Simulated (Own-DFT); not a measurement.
Simulation results for Hf32O63 (monoclinic hafnia with one vacancy, atoms displaced)

All values are calculated (Own-DFT development build). A calculation, not a measurement: plane-wave density functional theory by an unreviewed code, no spin, of a simulated periodic cell, stress positive in tension, run twice, with PBE and with PBEsol, both on files made for PBE, so the change isn't that of files made for PBEsol, defect cell not probed for a lower state with spin; hafnium file: forces about 75 meV/angstrom off all-electron values; oxygen file: force components 24 meV/angstrom off all-electron in one glass; forces on such cells passed a denser k mesh, this cell's mesh not checked; the far tail of each file's local potential was reset to the Coulomb form; each entry is a single point on an unrelaxed cell, so the pressure reflects the starting lattice, mostly measured values (interpolated for alloys), from which strain is counted, and rises with the displacements; printed positions are rounded, which can move forces by about a meV/angstrom; the program, named Own-DFT, is a retired in-house code; no spin-orbit coupling; stress was not checked against mesh or cutoff.

```cif
# cell vector a (Å): 10.2340 0.0000 0.0000
# cell vector b (Å): 0.0000 10.3500 0.0000
# cell vector c (Å): -1.6955 0.0000 10.4453
data_Hf32O63
_symmetry_space_group_name_H-M 'P 1'
_symmetry_Int_Tables_number 1
_cell_length_a 10.2340
_cell_length_b 10.3500
_cell_length_c 10.5820
_cell_angle_alpha 90.000
_cell_angle_beta 99.220
_cell_angle_gamma 90.000
_cell_volume 1106.39
loop_
_atom_site_label
_atom_site_type_symbol
_atom_site_fract_x
_atom_site_fract_y
_atom_site_fract_z
_atom_site_occupancy
Hf1 Hf 0.12644 0.02063 0.11772 1
Hf2 Hf 0.36576 0.26670 0.15649 1
Hf3 Hf 0.37797 0.48332 0.39107 1
Hf4 Hf 0.13437 0.22858 0.33743 1
O1 O 0.03272 0.16959 0.18022 1
O2 O 0.44860 0.42212 0.06778 1
O3 O 0.46396 0.32658 0.32753 1
O4 O 0.03745 0.06546 0.42083 1
O5 O 0.23376 0.37855 0.23795 1
O6 O 0.26873 0.12238 0.00642 1
O7 O 0.28061 0.11188 0.26530 1
O8 O 0.21503 0.35818 0.49425 1
Hf5 Hf 0.12859 0.02096 0.60198 1
Hf6 Hf 0.37565 0.27050 0.64624 1
Hf7 Hf 0.35516 0.48891 0.89390 1
Hf8 Hf 0.13703 0.22872 0.85319 1
O9 O 0.03735 0.15556 0.67767 1
O10 O 0.46008 0.42816 0.56123 1
O11 O 0.45654 0.32804 0.82672 1
O12 O 0.02962 0.08645 0.93000 1
O13 O 0.22566 0.36875 0.73362 1
O14 O 0.28328 0.12283 0.51999 1
O15 O 0.27493 0.10912 0.75079 1
O16 O 0.22749 0.37139 0.98806 1
Hf9 Hf 0.12628 0.50816 0.10428 1
Hf10 Hf 0.35374 0.77231 0.14254 1
Hf11 Hf 0.37306 0.98459 0.39356 1
Hf12 Hf 0.13749 0.72411 0.34462 1
O17 O 0.03838 0.65679 0.18635 1
O18 O 0.47054 0.91661 0.08743 1
O19 O 0.46875 0.83538 0.31488 1
O20 O 0.03296 0.57760 0.42071 1
O21 O 0.23036 0.89139 0.25066 1
O22 O 0.27496 0.63105 0.01097 1
O23 O 0.22754 0.87052 0.49175 1
Hf13 Hf 0.13177 0.51917 0.59510 1
Hf14 Hf 0.36151 0.76204 0.63929 1
Hf15 Hf 0.35256 0.98096 0.88372 1
Hf16 Hf 0.12911 0.72679 0.84226 1
O24 O 0.03926 0.67631 0.69111 1
O25 O 0.46692 0.92529 0.58050 1
O26 O 0.46395 0.83453 0.81613 1
O27 O 0.03600 0.58291 0.91637 1
O28 O 0.22936 0.86555 0.74429 1
O29 O 0.26549 0.61572 0.50508 1
O30 O 0.27228 0.61899 0.75196 1
O31 O 0.22701 0.86574 0.98306 1
Hf17 Hf 0.64032 0.02617 0.10892 1
Hf18 Hf 0.87017 0.26886 0.14330 1
Hf19 Hf 0.86594 0.48540 0.40538 1
Hf20 Hf 0.62981 0.23967 0.36465 1
O32 O 0.53754 0.15646 0.17635 1
O33 O 0.96090 0.41787 0.07858 1
O34 O 0.95978 0.33409 0.32230 1
O35 O 0.54244 0.08925 0.42439 1
O36 O 0.71704 0.39062 0.23806 1
O37 O 0.76686 0.12283 0.00764 1
O38 O 0.77636 0.12151 0.27337 1
O39 O 0.72237 0.37548 0.49562 1
Hf21 Hf 0.64775 0.01334 0.60584 1
Hf22 Hf 0.86536 0.28089 0.64302 1
Hf23 Hf 0.85604 0.49149 0.89312 1
Hf24 Hf 0.64887 0.22987 0.85599 1
O40 O 0.53768 0.15087 0.67379 1
O41 O 0.95748 0.41039 0.55940 1
O42 O 0.96327 0.33014 0.83405 1
O43 O 0.53790 0.07528 0.92177 1
O44 O 0.74233 0.38998 0.73893 1
O45 O 0.78352 0.13021 0.51495 1
O46 O 0.78333 0.13266 0.76489 1
O47 O 0.71748 0.36543 0.98695 1
Hf25 Hf 0.62891 0.52218 0.10414 1
Hf26 Hf 0.86444 0.76503 0.15011 1
Hf27 Hf 0.87195 0.98961 0.39030 1
Hf28 Hf 0.64114 0.72362 0.36417 1
O48 O 0.53345 0.68168 0.17068 1
O49 O 0.96667 0.91187 0.07911 1
O50 O 0.95596 0.83669 0.34284 1
O51 O 0.53104 0.57996 0.43701 1
O52 O 0.73981 0.87424 0.24012 1
O53 O 0.77754 0.63435 0.02107 1
O54 O 0.76921 0.62610 0.24787 1
O55 O 0.71420 0.89174 0.47955 1
Hf29 Hf 0.62551 0.52660 0.60754 1
Hf30 Hf 0.86034 0.77772 0.65509 1
Hf31 Hf 0.86108 0.98706 0.89101 1
Hf32 Hf 0.62867 0.73259 0.83047 1
O56 O 0.52935 0.66451 0.66837 1
O57 O 0.97955 0.92339 0.57517 1
O58 O 0.96131 0.83100 0.83449 1
O59 O 0.54099 0.58946 0.91379 1
O60 O 0.72554 0.87032 0.73747 1
O61 O 0.79364 0.62935 0.52424 1
O62 O 0.77065 0.62122 0.76388 1
O63 O 0.72673 0.87628 0.97359 1
_calc_functional 'PBE, then PBEsol'
_calc_potential_files 'PseudoDojo norm-conserving, scalar-relativistic, standard set'
_calc_wave_cutoff 72  # hartree
_calc_occupations 'Fermi-Dirac'
_calc_smearing_width 0.1  # eV
_calc_k_mesh '2 x 2 x 2 centred on Gamma'
_calc_PBE_pressure 9.18  # GPa
_calc_PBE_stress_xx -10.35  # GPa
_calc_PBE_stress_yy -7.91  # GPa
_calc_PBE_stress_zz -9.29  # GPa
_calc_PBE_stress_yz -0.63  # GPa
_calc_PBE_stress_xz -2.63  # GPa
_calc_PBE_stress_xy 0.37  # GPa
_calc_PBEsol_pressure 2.78  # GPa
_calc_PBEsol_stress_xx -3.89  # GPa
_calc_PBEsol_stress_yy -1.58  # GPa
_calc_PBEsol_stress_zz -2.87  # GPa
_calc_PBEsol_stress_yz -0.54  # GPa
_calc_PBEsol_stress_xz -2.21  # GPa
_calc_PBEsol_stress_xy 0.36  # GPa
_calc_rms_change_of_force_components_from_PBE_to_PBEsol 0.066  # eV/angstrom
```

Force:
```
force element  PBE force x (eV/Å)  PBE force y (eV/Å)  PBE force z (eV/Å)  PBEsol force x (eV/Å)  PBEsol force y (eV/Å)  PBEsol force z (eV/Å)
           Hf               2.797               -1.83               -3.35                  2.729                 -1.744                 -3.306
           Hf               0.622              -1.044              -4.367                  0.596                 -0.963                 -4.223
           Hf              -5.907              -0.951              -1.602                 -5.689                  -1.08                 -1.388
           Hf               1.359               1.004               6.695                  1.331                  0.963                  6.498
            O               0.057              -1.147               -2.11                  0.064                 -1.102                 -2.007
            O               1.699              -0.277               2.143                   1.65                 -0.246                  2.041
            O              -1.063               1.408               0.273                 -1.045                  1.369                  0.221
            O                3.99               4.227              -1.542                  3.877                  4.092                 -1.441
            O              -1.156               0.037               0.301                 -1.076                      0                  0.271
            O               -0.05               0.844               1.066                 -0.114                  0.818                  1.019
            O              -0.864               2.895              -1.339                 -0.904                  2.827                 -1.305
            O               0.427               0.997              -1.085                  0.452                  0.997                 -1.036
           Hf               6.405               0.291               0.661                  6.259                  0.333                  0.613
           Hf              -2.198              -1.637              -0.469                  -2.18                 -1.585                 -0.416
           Hf               0.317              -1.269              -0.211                  0.289                 -1.296                 -0.158
           Hf               0.908              -0.323               0.088                  0.873                 -0.347                  0.066
            O              -2.098               2.634               0.425                 -2.023                  2.591                  0.454
            O              -0.405              -2.464                3.06                 -0.388                 -2.352                   2.91
            O               1.565               0.429               0.009                  1.509                  0.405                 -0.069
            O               0.253               0.314               0.518                  0.239                  0.284                   0.54
            O              -0.839               1.198               0.228                 -0.753                   1.16                   0.23
            O               0.161                0.55              -1.719                  0.125                  0.522                 -1.656
            O              -0.103               1.218               1.143                 -0.151                  1.167                  1.131
            O              -1.422              -0.313               0.032                 -1.335                 -0.285                  0.029
           Hf               3.392               1.734              -1.134                  3.258                  1.652                 -1.203
           Hf               1.276               1.387                -0.9                   1.35                  1.502                 -0.945
           Hf              -0.746              -1.692               2.586                  -0.75                 -1.682                  2.546
           Hf               0.719               1.958               3.399                  0.566                  1.918                  3.378
            O               -0.47              -0.093              -1.692                 -0.459                 -0.065                 -1.592
            O              -0.597               0.062              -1.013                 -0.594                  0.055                 -0.994
            O                0.39              -0.239               2.515                  0.376                 -0.246                  2.405
            O               0.449               1.106               0.036                  0.441                  1.055                  0.099
            O              -1.198              -2.039              -1.275                 -1.106                 -1.983                 -1.249
            O              -0.319              -1.155               0.023                 -0.338                 -1.133                  0.004
            O                0.61              -1.389              -0.485                  0.656                 -1.357                 -0.472
           Hf               1.761              -1.449               1.486                  1.774                 -1.396                  1.387
           Hf              -2.924               3.756              -0.298                 -2.882                  3.737                 -0.224
           Hf               1.266              -0.831               2.232                  1.199                 -0.849                  2.174
           Hf               3.781               2.619               6.483                  3.692                  2.536                  6.314
            O                -2.7              -2.937              -7.283                 -2.646                  -2.83                 -7.061
            O               0.358              -1.619              -0.305                  0.365                 -1.552                 -0.348
            O                0.04              -0.119              -0.178                  0.042                  -0.15                 -0.257
            O              -1.352              -1.561               1.266                 -1.335                 -1.539                   1.27
            O              -0.465               0.794              -1.438                 -0.385                   0.76                 -1.381
            O               1.097               0.768              -0.679                  1.008                  0.742                 -0.656
            O               0.481              -0.604              -0.342                  0.418                 -0.571                 -0.345
            O              -0.623               0.971               1.111                 -0.523                  0.946                  1.078
           Hf              -0.597              -3.704              -0.978                 -0.602                 -3.572                 -0.992
           Hf              -4.577               1.098               0.233                 -4.442                  1.136                  0.278
           Hf              -2.387              -0.495              -4.357                 -2.314                 -0.543                 -4.198
           Hf               4.524              -2.403              -0.704                  4.422                 -2.409                 -0.705
            O              -1.723                2.72               0.938                 -1.679                  2.662                  0.964
            O              -0.841              -0.525              -0.225                 -0.807                 -0.501                 -0.244
            O               0.554              -0.164              -0.045                   0.55                 -0.186                 -0.109
            O               -0.48              -0.119               0.132                 -0.464                 -0.124                  0.157
            O               0.196               -1.13               0.488                  0.238                 -1.082                  0.464
            O               1.944               1.483               0.907                  1.829                   1.44                  0.853
            O              -0.025               1.875              -2.155                 -0.064                  1.802                 -2.096
            O              -0.798               0.346              -0.387                 -0.714                  0.328                 -0.375
           Hf              -1.251               1.882              -0.493                 -1.237                  1.861                 -0.528
           Hf              -0.535              -3.203               1.174                 -0.565                 -3.094                  1.169
           Hf               0.463               -1.18               1.312                  0.445                 -1.193                  1.276
           Hf              -2.859              -1.451               -0.22                  -2.76                 -1.492                 -0.198
            O               0.026               2.162               0.392                  0.019                  2.125                  0.405
            O               2.501               0.437               2.514                  2.422                  0.466                  2.398
            O               0.275                 0.7              -0.322                  0.262                  0.664                 -0.379
            O               0.094               1.201              -0.396                  0.119                  1.165                 -0.335
            O              -2.022              -0.235              -0.301                 -1.883                 -0.227                 -0.283
            O              -0.134               1.088               0.799                 -0.193                  1.056                  0.787
            O              -0.048              -1.157              -0.466                 -0.105                 -1.132                 -0.419
            O               0.848                1.14               0.519                   0.89                  1.098                  0.483
           Hf               0.335               1.246              -0.765                  0.362                  1.267                  -0.75
           Hf              -1.392               1.683              -0.729                 -1.412                   1.67                 -0.676
           Hf              -4.613              -1.503               0.988                 -4.517                 -1.514                   0.99
           Hf               0.183               3.345              -3.439                   0.18                  3.279                 -3.434
            O               0.646              -2.514               0.536                  0.633                 -2.441                  0.581
            O               0.154               0.302               0.577                  0.158                  0.333                  0.535
            O               3.318              -3.562              -1.574                  3.245                 -3.457                 -1.599
            O               3.591               3.597              -2.139                  3.509                  3.471                 -2.028
            O              -1.518               0.785                -0.8                 -1.409                  0.755                 -0.779
            O               0.253              -1.741              -1.722                  0.211                 -1.721                 -1.647
            O              -0.468              -0.786                3.09                 -0.526                 -0.731                  2.992
            O               0.858              -2.984               0.401                   0.86                 -2.893                  0.404
           Hf               3.905              -2.868               1.074                  3.797                 -2.768                  1.001
           Hf               2.743               0.083              -1.527                  2.675                  0.089                 -1.419
           Hf              -0.525              -1.228               1.471                 -0.539                 -1.233                  1.477
           Hf              -0.163                1.83               6.445                 -0.174                  1.755                   6.26
            O              -0.169               0.109              -1.178                 -0.151                   0.12                 -1.102
            O               -5.97              -4.375               1.063                 -5.826                 -4.232                  0.983
            O              -0.655               0.798              -0.615                  -0.65                  0.763                 -0.683
            O              -1.088              -1.382               0.322                 -1.059                 -1.353                  0.353
            O               0.074               1.778              -1.184                  0.133                  1.716                 -1.163
            O              -1.781               0.472              -0.932                  -1.79                   0.45                 -0.914
            O               0.489               0.892              -1.308                  0.422                  0.876                 -1.281
            O              -0.036              -0.569               0.621                  0.044                 -0.527                  0.581
```
